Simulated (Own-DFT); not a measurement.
Simulation results for GaN (wurtzite, strained, atoms displaced)

A calculation, not a measurement: plane-wave PBE density functional theory by an unreviewed code, no spin, of a simulated periodic cell, stress positive in tension, free energy of the whole cell less one offset for each atom, forces on such cells passed a denser k mesh, this cell's mesh not checked; offsets are fitted by least squares, one for each functional and potential file, so energies compare only between cells with the same atoms and settings and are not formation energies; the far tail of each file's local potential was reset to the Coulomb form; each entry is a single point on an unrelaxed cell, so the pressure reflects the starting lattice, mostly measured values (interpolated for alloys), from which strain is counted, and rises with the displacements; printed positions are rounded, which can move forces by about a meV/angstrom; the program, named Own-DFT, is a retired in-house code; no spin-orbit coupling. Program: Own-DFT development build.

```cif
# cell vector a (Å): 12.7560 0.0000 0.0000
# cell vector b (Å): -4.7835 8.2853 0.0000
# cell vector c (Å): 0.0000 0.0000 10.4478
data_GaN
_symmetry_space_group_name_H-M 'P 1'
_symmetry_Int_Tables_number 1
_cell_length_a 12.7560
_cell_length_b 9.5670
_cell_length_c 10.4478
_cell_angle_alpha 90.000
_cell_angle_beta 90.000
_cell_angle_gamma 120.000
_cell_volume 1104.20
loop_
_atom_site_label
_atom_site_type_symbol
_atom_site_fract_x
_atom_site_fract_y
_atom_site_fract_z
_atom_site_occupancy
Ga1 Ga 0.08535 0.21780 0.00209 1
Ga2 Ga 0.16926 0.11290 0.25133 1
N1 N 0.08460 0.22720 0.18971 1
N2 N 0.16354 0.11572 0.44072 1
Ga3 Ga 0.08543 0.22161 0.50296 1
Ga4 Ga 0.16974 0.11576 0.74015 1
N3 N 0.08854 0.22575 0.69154 1
N4 N 0.16583 0.11110 0.92955 1
Ga5 Ga 0.08689 0.55678 0.99855 1
Ga6 Ga 0.16687 0.44771 0.24941 1
N5 N 0.08923 0.56102 0.18863 1
N6 N 0.16412 0.44444 0.43988 1
Ga7 Ga 0.08608 0.55769 0.50404 1
Ga8 Ga 0.17249 0.44949 0.74781 1
N7 N 0.08461 0.55347 0.69002 1
N8 N 0.17302 0.44883 0.94011 1
Ga9 Ga 0.08895 0.89463 0.99627 1
Ga10 Ga 0.16879 0.77379 0.24572 1
N9 N 0.07996 0.88490 0.18422 1
N10 N 0.16744 0.78324 0.43528 1
Ga11 Ga 0.07687 0.88974 0.50157 1
Ga12 Ga 0.17324 0.78714 0.74349 1
N11 N 0.08904 0.90006 0.68281 1
N12 N 0.16696 0.78169 0.93695 1
Ga13 Ga 0.32448 0.21539 0.00477 1
Ga14 Ga 0.41447 0.10823 0.24779 1
N13 N 0.33742 0.22430 0.20069 1
N14 N 0.41940 0.10537 0.43870 1
Ga15 Ga 0.33231 0.21831 0.50127 1
Ga16 Ga 0.41982 0.11058 0.74941 1
N15 N 0.32825 0.21531 0.69629 1
N16 N 0.42144 0.11722 0.94545 1
Ga17 Ga 0.33660 0.55357 0.99915 1
Ga18 Ga 0.41038 0.44094 0.25176 1
N17 N 0.33591 0.55557 0.18659 1
N18 N 0.42354 0.45447 0.44867 1
Ga19 Ga 0.33769 0.56482 0.49877 1
Ga20 Ga 0.42022 0.44517 0.74078 1
N19 N 0.33143 0.55841 0.69012 1
N20 N 0.41643 0.43937 0.92908 1
Ga21 Ga 0.32602 0.87707 0.99788 1
Ga22 Ga 0.41336 0.77510 0.24534 1
N21 N 0.32787 0.88795 0.19101 1
N22 N 0.41736 0.78185 0.43359 1
Ga23 Ga 0.33077 0.87898 0.50395 1
Ga24 Ga 0.41842 0.78388 0.74404 1
N23 N 0.33286 0.87946 0.68750 1
N24 N 0.41647 0.77722 0.94124 1
Ga25 Ga 0.58661 0.21857 0.99018 1
Ga26 Ga 0.66960 0.10039 0.24939 1
N25 N 0.57808 0.22291 0.18544 1
N26 N 0.66675 0.11188 0.43605 1
Ga27 Ga 0.58720 0.23049 0.49994 1
Ga28 Ga 0.66180 0.10651 0.75357 1
N27 N 0.58108 0.21794 0.68779 1
N28 N 0.66744 0.10823 0.94147 1
Ga29 Ga 0.57763 0.55267 0.00972 1
Ga30 Ga 0.66407 0.44077 0.24190 1
N29 N 0.58439 0.56931 0.18682 1
N30 N 0.66598 0.45251 0.44057 1
Ga31 Ga 0.58740 0.55641 0.49610 1
Ga32 Ga 0.66577 0.44014 0.75510 1
N31 N 0.58195 0.55735 0.68523 1
N32 N 0.66718 0.44511 0.93336 1
Ga33 Ga 0.57986 0.89864 0.99868 1
Ga34 Ga 0.66724 0.78152 0.24637 1
N33 N 0.58915 0.89656 0.18396 1
N34 N 0.66662 0.77327 0.44540 1
Ga35 Ga 0.58510 0.89808 0.50172 1
Ga36 Ga 0.67070 0.78148 0.75252 1
N35 N 0.58340 0.89642 0.68286 1
N36 N 0.66966 0.77843 0.93709 1
Ga37 Ga 0.83302 0.21976 0.99259 1
Ga38 Ga 0.92555 0.12235 0.25267 1
N37 N 0.82772 0.21247 0.19048 1
N38 N 0.90985 0.11155 0.43085 1
Ga39 Ga 0.83375 0.22495 0.50040 1
Ga40 Ga 0.92298 0.12115 0.75423 1
N39 N 0.83309 0.22006 0.69130 1
N40 N 0.91194 0.09574 0.93807 1
Ga41 Ga 0.83241 0.55923 0.99557 1
Ga42 Ga 0.91472 0.44459 0.25138 1
N41 N 0.83371 0.56274 0.20196 1
N42 N 0.91951 0.44093 0.43634 1
Ga43 Ga 0.83091 0.56377 0.50104 1
Ga44 Ga 0.91725 0.44312 0.75878 1
N43 N 0.83550 0.55198 0.69431 1
N44 N 0.91615 0.45606 0.93640 1
Ga45 Ga 0.83324 0.89884 0.00322 1
Ga46 Ga 0.91224 0.77738 0.25082 1
N45 N 0.83307 0.89058 0.19763 1
N46 N 0.91947 0.77944 0.43232 1
Ga47 Ga 0.83203 0.89024 0.50815 1
Ga48 Ga 0.91443 0.77918 0.75216 1
N47 N 0.83974 0.88962 0.68274 1
N48 N 0.91958 0.77665 0.93954 1
_calc_functional 'PBE'
_calc_potential_files 'PseudoDojo norm-conserving, scalar-relativistic, standard set with the stringent files for Ga'
_calc_wave_cutoff 96  # hartree
_calc_occupations 'Gaussian'
_calc_smearing_width 0.01  # eV
_calc_k_mesh '3 x 4 x 3 centred on Gamma'
_calc_stress_yy ?
_calc_stress_zz ?
_calc_pressure ?
```

## Withheld values
1. GaN (wurtzite, strained, atoms displaced): stress yy?
2. GaN (wurtzite, strained, atoms displaced): stress zz?
3. Estimate the pressure of GaN (wurtzite, strained, atoms displaced).

Answers
1. -6.4 GPa
2. -3.37 GPa
3. 5.35 GPa

Further results for GaN (wurtzite, strained, atoms displaced):

```
free energy of cell above offsets : -5.845 eV
stress xx                         : -6.28 GPa
stress yz                         : 0.03 GPa
stress xz                         : 0.1 GPa
stress xy                         : -0.47 GPa
```

Force:
| element | x (eV/Å) | y (eV/Å) | z (eV/Å) |
| --- | --- | --- | --- |
| Ga | -0.547 | 0.608 | -0.374 |
| Ga | -0.608 | -0.948 | 0.279 |
| N | 1.04 | -0.072 | -0.621 |
| N | 1.21 | -0.561 | -0.532 |
| Ga | -1.781 | 0.594 | -0.223 |
| Ga | -0.806 | -0.65 | 1.413 |
| N | -0.999 | 0.278 | -0.449 |
| N | -0.022 | 0.033 | 0.808 |
| Ga | -0.422 | 0.076 | 0.121 |
| Ga | 0.323 | 0.033 | 0.572 |
| N | -0.934 | -1.371 | -0.808 |
| N | 1.008 | 0.204 | -0.32 |
| Ga | -0.806 | 0.127 | -0.577 |
| Ga | -0.702 | -0.34 | 0.772 |
| N | -0.429 | 0.582 | 0.331 |
| N | -0.896 | -0.951 | -0.314 |
| Ga | -1.035 | -0.674 | 0.524 |
| Ga | -1.821 | 0.834 | 1.214 |
| N | 0.436 | 0.854 | 0.362 |
| N | -0.12 | -0.48 | 0.582 |
| Ga | 1.29 | 0.029 | -0.894 |
| Ga | -1.406 | -1.262 | 0.744 |
| N | -0.291 | -1.565 | 0.829 |
| N | 0.125 | -0.685 | -0.883 |
| Ga | 1.42 | 0.943 | -0.574 |
| Ga | 1.038 | -0.159 | 0.854 |
| N | -1.248 | -0.278 | -1.663 |
| N | -0.795 | 0.46 | 0.336 |
| Ga | 0.483 | 0.313 | -0.002 |
| Ga | -1.045 | -0.288 | 0.762 |
| N | 2.083 | 1.124 | -1.714 |
| N | -0.88 | -1.521 | -1.069 |
| Ga | 0.457 | -0.004 | -0.399 |
| Ga | 1.224 | 1.212 | 1.155 |
| N | -0.622 | -0.145 | 0.03 |
| N | -1.096 | -1.615 | -1.369 |
| Ga | -0.245 | -0.833 | 0.274 |
| Ga | -0.753 | -0.125 | 0.698 |
| N | 1.385 | 0.467 | -0.762 |
| N | -0.243 | 0.049 | 1.389 |
| Ga | 0.676 | 1.745 | 0.628 |
| Ga | 0.527 | 0.921 | 0.29 |
| N | 1.466 | 0.088 | -1.214 |
| N | 0.542 | -0.185 | 0.088 |
| Ga | -0.565 | 1.163 | -1.277 |
| Ga | 1.187 | -1.35 | 1.359 |
| N | -0.473 | 1.844 | -0.076 |
| N | -0.093 | 0.039 | -0.853 |
| Ga | -1.083 | 1.18 | 1.873 |
| Ga | -1.866 | 1.922 | 0.762 |
| N | 1.303 | -0.436 | -0.362 |
| N | -0.1 | 0.656 | 0.247 |
| Ga | -0.091 | -0.677 | -0.534 |
| Ga | 0.822 | 0.792 | -0.573 |
| N | 0.377 | 0.588 | 0.161 |
| N | 0.145 | 0.875 | -1.362 |
| Ga | 0.38 | 0.248 | -2.387 |
| Ga | -0.339 | 0.499 | 0.986 |
| N | 0.081 | -2.09 | 0.97 |
| N | 1.481 | -1.319 | -1.082 |
| Ga | -1.039 | 0.688 | 1.228 |
| Ga | -0.441 | 0.811 | -1.486 |
| N | 1.248 | 0.217 | 0.333 |
| N | -0.248 | -0.136 | 1.696 |
| Ga | 1.377 | -2.125 | 0.397 |
| Ga | 0.141 | 0.551 | 1.515 |
| N | -1.186 | -1.971 | -0.07 |
| N | -0.707 | 1.52 | -1.131 |
| Ga | 0.56 | -1.073 | -1.02 |
| Ga | -0.282 | -0.401 | -0.575 |
| N | 0.594 | -0.903 | 1.191 |
| N | -0.986 | 0.085 | 0.459 |
| Ga | 0.428 | 0.735 | 1.425 |
| Ga | -1.124 | -1.39 | -0.399 |
| N | 1.147 | 1.897 | -1.502 |
| N | 1.429 | -0.099 | 2.142 |
| Ga | -0.042 | -0.095 | 0.072 |
| Ga | 0.115 | -1.083 | -0.853 |
| N | -0.281 | 0.102 | 0.24 |
| N | 0.194 | 4.077 | -0.612 |
| Ga | -0.461 | 0.294 | 1.351 |
| Ga | 0.289 | -0.191 | -0.139 |
| N | 0.201 | -1.66 | -2.234 |
| N | -0.899 | 0.953 | 0.645 |
| Ga | 1.371 | -0.814 | 0.094 |
| Ga | 0.257 | 0.276 | -1.954 |
| N | -0.734 | 0.473 | -0.887 |
| N | 1.572 | -1.71 | 1.462 |
| Ga | 0.727 | -3.619 | 1.415 |
| Ga | 0.722 | 1.05 | -0.261 |
| N | 0.042 | 0.914 | -1.471 |
| N | -1.007 | 0.163 | 1.387 |
| Ga | 0.129 | 0.199 | -2.741 |
| Ga | 1.303 | -0.326 | 0.231 |
| N | -1.029 | 0.758 | 2.04 |
| N | -0.73 | 1.042 | -0.139 |
